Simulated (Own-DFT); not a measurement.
SiC (twinned 3C silicon carbide, atoms displaced), GaN (wurtzite, strained, atoms displaced), SiC (4H silicon carbide, atoms displaced), SiC (4H silicon carbide, strained, atoms displaced) (calculated)

Computed with Own-DFT development build. A calculation, not a measurement: plane-wave PBE density functional theory by an unreviewed code, no spin, of a simulated periodic cell, stress positive in tension, free energy of the whole cell less one offset for each atom, forces on such cells passed a denser k mesh, this cell's mesh not checked; offsets are fitted by least squares, one for each functional and potential file, so energies compare only between cells with the same atoms and settings and are not formation energies; the far tail of each file's local potential was reset to the Coulomb form; each entry is a single point on an unrelaxed cell, so the pressure reflects the starting lattice, mostly measured values (interpolated for alloys), from which strain is counted, and rises with the displacements; printed positions are rounded, which can move forces by about a meV/angstrom; the program, named Own-DFT, is a retired in-house code; no spin-orbit coupling.

Common to all runs: functional PBE.

(1) SiC (twinned 3C silicon carbide, atoms displaced)

```
SiC
1.0
      4.3596    -4.3596     0.0000
      0.0000     4.3596    -4.3596
      8.7192     8.7192     8.7192
Si C Si C Si C Si C Si C Si C Si C Si C Si C Si C Si C Si C Si C Si C Si C Si C Si C Si C Si C Si C Si C Si C Si C Si C
1 1 1 1 1 1 1 1 1 1 1 1 1 1 1 1 1 1 1 1 1 1 1 1 1 1 1 1 1 1 1 1 1 1 1 1 1 1 1 1 1 1 1 1 1 1 1 1
Direct
  0.01198 0.97877 0.43279
  0.99927 0.99828 0.05725
  0.12358 0.31300 0.09893
  0.17109 0.33721 0.22265
  0.32860 0.13903 0.27321
  0.33281 0.15659 0.38577
  0.98981 0.50806 0.43611
  0.01361 0.48811 0.05337
  0.16073 0.82703 0.10702
  0.18693 0.85514 0.23770
  0.33053 0.65139 0.26914
  0.32383 0.67197 0.40129
  0.48193 0.01215 0.44476
  0.47003 0.99162 0.06131
  0.70017 0.32070 0.10755
  0.67650 0.32857 0.23024
  0.84434 0.18240 0.27462
  0.81932 0.15355 0.39630
  0.49802 0.52519 0.43215
  0.51233 0.48430 0.07483
  0.67372 0.84639 0.10457
  0.64732 0.81701 0.22474
  0.80950 0.65437 0.26645
  0.83883 0.64605 0.38669
  0.00862 0.00920 0.93209
  0.00193 0.98468 0.55581
  0.82255 0.65618 0.61346
  0.79821 0.63938 0.72692
  0.70165 0.87003 0.77607
  0.65980 0.82545 0.88546
  0.00630 0.49407 0.93981
  0.01626 0.51141 0.55462
  0.80064 0.14757 0.59957
  0.81231 0.17615 0.71570
  0.67577 0.33173 0.78393
  0.67735 0.30820 0.89403
  0.48370 0.99022 0.91370
  0.52603 0.02622 0.57300
  0.32187 0.67625 0.59919
  0.35680 0.67951 0.72473
  0.16457 0.84538 0.76857
  0.16674 0.81072 0.89597
  0.48019 0.50651 0.93770
  0.53428 0.51830 0.55204
  0.34964 0.20516 0.59356
  0.35395 0.19312 0.72392
  0.11812 0.30916 0.77426
  0.18720 0.35080 0.89082
```

- potential files: PseudoDojo norm-conserving, scalar-relativistic, standard set
- wave cutoff: 42 hartree
- occupations: Fermi-Dirac
- smearing width: 0.1 eV
- k mesh: 5 x 5 x 2 centred on Gamma
- free energy of cell above offsets: 9.375 eV
- pressure: 10.27 GPa
- stress xx: -14.6 GPa
- stress yy: -6.58 GPa
- stress zz: -9.63 GPa
- stress yz: -2.04 GPa
- stress xz: -2.13 GPa
- stress xy: -1.91 GPa

Force:
```tsv
element	x (eV/Å)	y (eV/Å)	z (eV/Å)
Si	-2.106	2.444	-0.817
C	-0.718	0.061	1.054
Si	7.064	-3.845	1.26
C	-0.402	0.411	2.5
Si	1.501	1.837	-7.681
C	2.615	4.589	0.82
Si	0.598	-3.349	2.813
C	0.356	5.006	-0.446
Si	0.49	0.445	-0.443
C	-7.387	-5.338	4.481
Si	0.287	2.036	-0.883
C	-0.992	-0.778	-1.506
Si	1.656	-3.635	-0.15
C	2.368	-3.212	-1.2
Si	-4.483	2.49	-0.181
C	-0.846	0.077	-0.285
Si	-0.491	-1.294	1.862
C	1.369	0.009	0.089
Si	0.993	-2.62	1.516
C	-2.362	-0.092	-2.779
Si	-3.3	-0.853	1.463
C	2.841	0.76	-1.035
Si	1.956	-0.97	-0.959
C	-2.1	4.044	-1.798
Si	-0.033	-0.055	1.581
C	1.407	1.93	0.17
Si	-0.313	-3.825	-3.853
C	4.862	2.138	-0.204
Si	-7.014	-4.419	-0.924
C	4.035	2.551	2.192
Si	-2.555	-1.491	-0.998
C	-1.088	2.542	2.79
Si	11.38	-6.031	-5.226
C	4.107	1.352	3.096
Si	-5.766	-1.873	-4.915
C	2.446	3.838	-0.679
Si	4.95	1.304	3.802
C	-14.1	2.408	1.215
Si	3.244	-0.731	0.825
C	-1.295	2	1.065
Si	-1.017	-2.722	-0.505
C	-3.528	2.2	-1.97
Si	5.129	-1.979	0.974
C	-1.762	2.616	0.224
Si	0.117	0.785	3.766
C	-1.256	1.942	2.34
Si	2.063	-4.11	-5.571
C	-2.919	1.403	3.108
```

(2) GaN (wurtzite, strained, atoms displaced)

```
GaN
1.0
     12.7560     0.0000     0.0000
     -4.7835     8.2853     0.0000
      0.0000     0.0000    10.3182
Ga N Ga N Ga N Ga N Ga N Ga N Ga N Ga N Ga N Ga N Ga N Ga N Ga N Ga N Ga N Ga N Ga N Ga N Ga N Ga N Ga N Ga N Ga N Ga N
2 2 2 2 2 2 2 2 2 2 2 2 2 2 2 2 2 2 2 2 2 2 2 2 2 2 2 2 2 2 2 2 2 2 2 2 2 2 2 2 2 2 2 2 2 2 2 2
Direct
  0.08567 0.21689 0.99996
  0.18006 0.11481 0.25013
  0.07909 0.22865 0.19029
  0.16898 0.11385 0.43773
  0.09194 0.22793 0.50411
  0.16635 0.10549 0.73871
  0.08429 0.22811 0.67849
  0.16472 0.10823 0.94082
  0.07928 0.55554 0.99727
  0.16392 0.44801 0.24962
  0.08393 0.56025 0.18627
  0.17791 0.45648 0.43850
  0.09122 0.56565 0.50172
  0.16829 0.44581 0.74804
  0.07849 0.54562 0.69321
  0.15529 0.43093 0.93538
  0.09087 0.89234 0.99998
  0.17320 0.77424 0.24958
  0.08986 0.89315 0.18882
  0.17102 0.78198 0.42944
  0.08153 0.88184 0.50120
  0.15867 0.77301 0.75048
  0.08438 0.89023 0.68466
  0.16028 0.77370 0.93913
  0.32894 0.22309 0.00358
  0.41763 0.11351 0.24527
  0.32921 0.21532 0.19137
  0.41881 0.10806 0.43381
  0.33062 0.22222 0.49958
  0.41498 0.11048 0.75525
  0.33433 0.22431 0.68965
  0.41674 0.10717 0.93877
  0.33646 0.55607 0.00374
  0.41770 0.44239 0.25200
  0.32657 0.54721 0.19120
  0.41490 0.43953 0.43204
  0.34297 0.56126 0.50228
  0.42275 0.45143 0.74382
  0.33173 0.56114 0.67862
  0.42114 0.45141 0.93960
  0.33166 0.88766 0.99883
  0.41753 0.78253 0.24965
  0.33769 0.89408 0.19335
  0.42164 0.78562 0.43446
  0.33452 0.88652 0.50082
  0.41960 0.78587 0.75092
  0.33443 0.87691 0.68514
  0.42132 0.78644 0.94378
  0.58225 0.21525 0.99398
  0.66621 0.11704 0.25099
  0.57382 0.21273 0.18611
  0.67468 0.12481 0.44617
  0.57664 0.21083 0.49642
  0.65953 0.10497 0.75289
  0.58266 0.22471 0.69349
  0.66717 0.10889 0.93153
  0.57995 0.54233 0.99470
  0.66816 0.44388 0.25050
  0.58563 0.56705 0.18532
  0.66709 0.43564 0.44101
  0.58424 0.56343 0.49876
  0.66513 0.44184 0.75077
  0.58225 0.55848 0.68298
  0.67078 0.44282 0.93047
  0.58231 0.89790 0.99888
  0.66296 0.77571 0.24874
  0.58811 0.89162 0.18644
  0.65463 0.76006 0.43776
  0.58331 0.89799 0.50506
  0.67094 0.78109 0.74854
  0.58976 0.89270 0.69145
  0.67388 0.77756 0.93699
  0.82854 0.21356 0.00298
  0.91826 0.10948 0.24864
  0.82917 0.22117 0.18521
  0.92237 0.11761 0.43389
  0.83241 0.22364 0.49973
  0.92143 0.11716 0.75360
  0.83541 0.22329 0.69149
  0.91603 0.10421 0.94509
  0.83272 0.56315 0.00771
  0.92229 0.44789 0.24875
  0.84028 0.55851 0.19072
  0.92023 0.44651 0.43890
  0.83312 0.56885 0.50295
  0.91586 0.44147 0.74371
  0.83540 0.56139 0.68253
  0.92200 0.44462 0.94176
  0.83523 0.89414 0.99812
  0.92462 0.77915 0.24323
  0.82311 0.88714 0.19525
  0.91268 0.77618 0.44454
  0.83609 0.88793 0.49412
  0.91385 0.76948 0.75629
  0.83912 0.88932 0.68799
  0.91359 0.77889 0.94152
```

* potential files: PseudoDojo norm-conserving, scalar-relativistic, standard set with the stringent files for Ga
* wave cutoff: 96 hartree
* occupations: Gaussian
* smearing width: 0.01 eV
* k mesh: 3 x 4 x 3 centred on Gamma
* free energy of cell above offsets: -4.848 eV
* pressure: 7.99 GPa
* stress xx: -6.87 GPa
* stress yy: -7.52 GPa
* stress zz: -9.59 GPa
* stress yz: 0.36 GPa
* stress xz: 0.08 GPa
* stress xy: -1.09 GPa

Force:
```tsv
element	x (eV/Å)	y (eV/Å)	z (eV/Å)
Ga	-1.373	0.379	0.876
Ga	-4.341	-1.242	1.04
N	1.898	-0.646	-0.481
N	0.052	-1.02	0.224
Ga	-1.232	0.358	-2.86
Ga	-0.75	1.398	1.277
N	0.755	-0.722	2.854
N	0.852	0.148	-1.365
Ga	1.244	-0.632	0.436
Ga	0.175	-0.542	0.509
N	0.462	-0.044	-0.252
N	-0.664	-0.513	0.178
Ga	-0.266	-1.392	-0.283
Ga	0.193	-0.226	0.257
N	0.346	1.857	-0.952
N	1.455	1.783	0.133
Ga	-1.731	-0.463	0.46
Ga	-0.946	0.601	-0.831
N	0.219	-0.129	-0.012
N	-0.352	0.024	2.03
Ga	-0.154	0.744	-1.265
Ga	1.274	-0.305	-0.199
N	-0.054	-0.97	0.671
N	1.491	0.562	-0.523
Ga	0.774	0.184	-0.85
Ga	-0.529	-0.676	1.057
N	2.266	2.221	-1.458
N	-1.371	-0.144	0.451
Ga	1.284	-0.116	-0.081
Ga	0.119	-0.305	-1.25
N	0.181	-0.079	-0.13
N	-1.066	0.427	0.497
Ga	-1.172	-0.032	-0.308
Ga	-0.217	0.596	-1.095
N	0.971	1.201	-0.409
N	0.374	0.314	1.516
Ga	-0.648	0.103	-2.15
Ga	-1.36	-0.352	0.651
N	1.109	0.003	2.701
N	-0.886	-1.476	-0.855
Ga	-0.274	-0.27	0.641
Ga	1.087	-0.665	-0.437
N	-0.377	-0.588	-1.463
N	0.195	-0.386	0.702
Ga	-0.207	0.343	-0.724
Ga	1.284	-1.419	0.45
N	-2.262	1.653	0.649
N	-0.817	-1.367	-0.941
Ga	0.129	0.862	0.481
Ga	0.56	-0.663	0.298
N	1.568	1.878	-0.754
N	-0.92	-2.133	-1.396
Ga	0.228	1.805	1.218
Ga	1.155	1.594	-1.43
N	-0.248	-1.021	-0.782
N	-0.262	0.489	1.431
Ga	0.918	2.281	0.69
Ga	-0.349	0.274	0.228
N	0.489	-2.868	-0.351
N	-0.87	0.826	-0.37
Ga	0.7	-3.791	0.141
Ga	0.273	0.887	-1.577
N	0.892	0.028	0.799
N	-0.361	-0.464	1.913
Ga	2.147	-1.321	0.519
Ga	-0.231	0.56	0.656
N	-1.391	0.44	0.304
N	0.272	4.663	-0.592
Ga	1.111	-0.535	-0.909
Ga	0.689	-0.048	0.41
N	-1.018	-0.708	-0.347
N	-1.764	-0.542	-0.044
Ga	0.731	1.277	-0.862
Ga	-0.86	0	0.089
N	0.255	0.384	1.004
N	-0.29	-0.519	1.013
Ga	2.004	0.962	0.534
Ga	-0.243	-0.756	-0.373
N	-0.676	-0.865	-0.208
N	-0.055	1.732	-1.096
Ga	1.139	-1.061	-1.315
Ga	-0.321	-0.927	0.641
N	-1.142	-0.405	0.177
N	-0.158	0.787	0.153
Ga	0.821	-2.786	-1.099
Ga	-0.894	-0.003	1.302
N	-0.025	-1.134	1.669
N	-2.474	-0.78	-0.812
Ga	-0.348	-1.421	1.333
Ga	-1.561	0.72	1.068
N	2.694	0.216	-0.989
N	1.608	1.098	-2.086
Ga	-1.596	1.11	0.635
Ga	-0.333	1.105	-0.501
N	-0.414	0.348	-0.17
N	1.408	0.247	0.266
```

(3) SiC (4H silicon carbide, atoms displaced)

```
SiC
1.0
      6.1654     0.0000     0.0000
     -3.0827     5.3394     0.0000
      0.0000     0.0000    10.0681
Si C Si C Si C Si C Si C Si C Si C Si C
2 2 2 2 2 2 2 2 2 2 2 2 2 2 2 2
Direct
  0.01686 0.98328 0.40546
  0.14328 0.34725 0.17135
  0.00919 0.01425 0.09507
  0.18466 0.34240 0.33901
  0.98381 0.48054 0.41814
  0.15988 0.80550 0.14982
  0.97076 0.50835 0.07364
  0.17528 0.82352 0.34955
  0.47584 0.95771 0.40005
  0.69532 0.35201 0.15623
  0.48972 0.99268 0.08566
  0.64700 0.29945 0.34632
  0.48877 0.49144 0.41285
  0.66882 0.83564 0.15781
  0.48949 0.49116 0.09059
  0.64872 0.84073 0.34209
  0.02465 0.01525 0.88971
  0.84444 0.71667 0.64825
  0.03097 0.98638 0.58908
  0.84186 0.68560 0.86128
  0.98308 0.48781 0.90807
  0.79641 0.13108 0.66629
  0.99430 0.46189 0.59362
  0.80850 0.18547 0.84075
  0.46231 0.00494 0.90851
  0.32841 0.64582 0.64265
  0.47330 0.96593 0.60089
  0.31171 0.68058 0.84993
  0.52105 0.53322 0.90137
  0.32482 0.18349 0.66113
  0.49760 0.51566 0.58838
  0.33578 0.18633 0.84702
```

- potential files: PseudoDojo norm-conserving, scalar-relativistic, standard set
- wave cutoff: 42 hartree
- occupations: Fermi-Dirac
- smearing width: 0.1 eV
- hardware: one NVIDIA H100
- k mesh: 5 x 5 x 3 centred on Gamma
- free energy of cell above offsets: 6.147 eV
- pressure: 11.6 GPa
- stress xx: -10.63 GPa
- stress yy: -11.12 GPa
- stress zz: -13.05 GPa
- stress yz: -0.44 GPa
- stress xz: 2.08 GPa
- stress xy: -3.96 GPa
- wall time: 123 s

Force:
```tsv
element	x (eV/Å)	y (eV/Å)	z (eV/Å)
Si	-3.079	2.014	-1.673
Si	3.404	-1.468	-5.932
C	-0.543	-0.474	0.144
C	-2.289	-1.883	4.182
Si	0.314	-0.821	-1.995
Si	-1.255	4.799	0.754
C	3.975	-0.216	5.34
C	-3.488	-3.88	-2.583
Si	-0.083	5.393	3.89
Si	-6.749	-4.091	1.059
C	0.741	0.706	2.354
C	0.395	2.52	0.253
Si	2.015	0.829	-3.64
Si	-0.066	-0.597	-2.484
C	-0.028	1.346	1.138
C	6.676	-3.075	-0.071
Si	-5.116	0.232	4.938
Si	0.849	-10.28	4.244
C	-2.511	6.052	-2.219
C	0.552	0.17	-4.39
Si	0.874	2.031	-4.545
Si	0.133	2.438	-2.12
C	-1.654	0.647	1.182
C	1.474	-3.336	0.814
Si	4.068	-0.66	-0.28
Si	-5.014	0.946	4.484
C	-0.217	2.96	-2.05
C	2.225	-1.753	-1.921
Si	-3.643	-0.986	2.614
Si	4.022	-0.356	-0.106
C	3.886	-1.906	1.202
C	0.134	2.702	-2.585
```

(4) SiC (4H silicon carbide, strained, atoms displaced)

```
SiC
1.0
      9.2961     0.0233     0.1697
     -4.6279     8.1011     0.0572
      0.1848     0.1786    10.0914
Si C Si C Si C Si C Si C Si C Si C Si C Si C Si C Si C Si C Si C Si C Si C Si C Si C Si C
2 2 2 2 2 2 2 2 2 2 2 2 2 2 2 2 2 2 2 2 2 2 2 2 2 2 2 2 2 2 2 2 2 2 2 2
Direct
  0.00275 0.00096 0.40437
  0.10945 0.22715 0.15183
  0.00914 0.99838 0.09809
  0.11548 0.22502 0.34221
  0.00891 0.33909 0.40945
  0.11771 0.55310 0.16475
  0.00426 0.33387 0.09163
  0.11314 0.56122 0.34341
  0.99923 0.66979 0.40807
  0.11541 0.89153 0.14643
  0.99960 0.65993 0.10314
  0.11683 0.88942 0.34145
  0.33687 0.99617 0.41102
  0.44402 0.22455 0.15821
  0.35020 0.00890 0.09193
  0.45462 0.22976 0.33708
  0.32415 0.32941 0.40804
  0.44846 0.55366 0.15973
  0.33087 0.33278 0.09060
  0.43324 0.54164 0.34240
  0.34163 0.67546 0.40399
  0.44326 0.88192 0.15489
  0.32537 0.65706 0.09222
  0.44506 0.88983 0.34137
  0.66201 0.00339 0.40501
  0.77471 0.22220 0.15314
  0.66168 0.00144 0.09865
  0.78370 0.22500 0.33648
  0.66333 0.33529 0.40680
  0.77199 0.55331 0.15514
  0.66688 0.33959 0.09136
  0.76871 0.54391 0.33291
  0.66583 0.66315 0.41620
  0.78153 0.89650 0.15503
  0.66997 0.65744 0.09822
  0.78924 0.88914 0.34527
  0.99665 0.99824 0.90011
  0.88412 0.76925 0.65542
  0.00320 0.99830 0.58976
  0.88958 0.78144 0.84137
  0.01324 0.67031 0.91394
  0.89056 0.44315 0.66018
  0.00486 0.67148 0.60072
  0.89540 0.44811 0.84850
  0.00822 0.33032 0.90381
  0.89426 0.11195 0.65693
  0.00181 0.33204 0.59380
  0.87659 0.10521 0.84471
  0.66443 0.01195 0.90760
  0.55419 0.77819 0.67013
  0.66662 0.99869 0.58485
  0.55182 0.78317 0.84415
  0.66827 0.66196 0.90739
  0.56561 0.45498 0.66237
  0.66249 0.65899 0.60083
  0.55014 0.43743 0.83284
  0.67463 0.33150 0.90109
  0.55240 0.10211 0.66849
  0.68464 0.33977 0.59685
  0.56306 0.11509 0.83642
  0.34257 0.00463 0.90080
  0.22507 0.78541 0.65940
  0.32715 0.00240 0.59886
  0.21402 0.77451 0.84599
  0.33059 0.66421 0.90797
  0.21657 0.43365 0.64841
  0.33000 0.66025 0.60003
  0.22616 0.44387 0.83697
  0.32499 0.33712 0.90819
  0.21310 0.10837 0.65741
  0.33327 0.32746 0.59696
  0.22491 0.11240 0.84412
```

- potential files: PseudoDojo norm-conserving, scalar-relativistic, standard set
- wave cutoff: 42 hartree
- occupations: Fermi-Dirac
- smearing width: 0.1 eV
- hardware: one NVIDIA H100
- k mesh: 4 x 4 x 3 centred on Gamma
- stress yy: ?
- pressure: ?

Questions
1. Estimate the stress yy of SiC (4H silicon carbide, strained, atoms displaced) (entry 4).
2. Estimate the pressure of SiC (4H silicon carbide, strained, atoms displaced) (entry 4).
3. Give the table of force values for SiC (4H silicon carbide, strained, atoms displaced) (entry 4).

Answers
1. 3.61 GPa
2. 0.71 GPa
3. 
Force:
```tsv
element	x (eV/Å)	y (eV/Å)	z (eV/Å)
Si	0.592	0.098	-0.482
Si	1.245	-1.245	1.047
C	-2.553	1.202	-1.997
C	-0.743	-0.45	-0.002
Si	-1.162	-0.746	-1.337
Si	-2.174	-0.6	-1.375
C	-0.964	-0.064	-0.169
C	0.813	-0.142	1.838
Si	-0.141	-0.574	-0.599
Si	1.624	-0.996	1.996
C	0.322	1.011	-1.305
C	-0.131	0.483	0.227
Si	-1.43	1.191	-1.14
Si	0.419	0.05	-1.456
C	-1.261	-1.139	-0.684
C	-1.436	-1.515	2.505
Si	1.877	-0.615	0.098
Si	-0.673	-0.685	-0.978
C	0.398	0.525	0.666
C	0.469	2.779	1.186
Si	-0.508	-2.059	1.163
Si	-1.062	0.298	-0.015
C	2.018	1.486	0.464
C	0.694	0.079	0.315
Si	1.933	-0.004	-1.163
Si	0.104	0.905	0.274
C	1.274	0.034	-1.379
C	-0.402	0.14	1.682
Si	1.722	-0.696	0.049
Si	2.212	-0.536	-0.278
C	0.468	-1.12	-0.816
C	0.245	2.223	3.594
Si	-0.116	-0.246	-2.397
Si	1.02	-1.414	0.677
C	-2.452	2.462	-1.57
C	-2.33	-0.505	0.072
Si	0.476	-0.11	1.351
Si	0.098	1.33	0.339
C	-0.994	-0.37	0.85
C	0.57	-0.803	0.865
Si	-3.627	-1.645	0.394
Si	0.945	1.086	-0.049
C	0.066	-1.015	-1.268
C	0.877	-0.198	-0.449
Si	-1.597	0.411	0.214
Si	-1.164	-0.939	-1.096
C	-0.2	-0.095	0.274
C	2.174	1.395	-0.175
Si	0.893	-2.695	0.797
Si	-0.222	-0.305	-3.949
C	-0.072	-0.223	2.86
C	0.908	0.096	2.886
Si	-0.659	0.002	-0.192
Si	-0.065	-3.841	-2.782
C	-0.153	2.689	-0.712
C	0.56	0.774	4.787
Si	-1.853	1.164	0.805
Si	0.167	1.525	-5.851
C	-2.674	-1.286	-0.453
C	-0.671	0.274	3.542
Si	-1.472	-0.518	1.251
Si	0.063	-1.823	-0.36
C	1.831	0.12	-0.162
C	3.307	2.163	-0.262
Si	-0.357	-0.19	-0.897
Si	0.742	1.435	1.024
C	0.131	1.337	-0.957
C	-0.97	0.474	0.453
Si	2.496	-1.077	-1.073
Si	1.046	0.512	0.15
C	0.138	0.654	-0.979
C	-0.651	0.074	0.109
```

Further results for SiC (4H silicon carbide, strained, atoms displaced) (entry 4):

- free energy of cell above offsets: -5.782 eV
- stress xx: -0.08 GPa
- stress zz: -5.66 GPa
- stress yz: 6.42 GPa
- stress xz: 5.47 GPa
- stress xy: 0.35 GPa
- wall time: 355.9 s
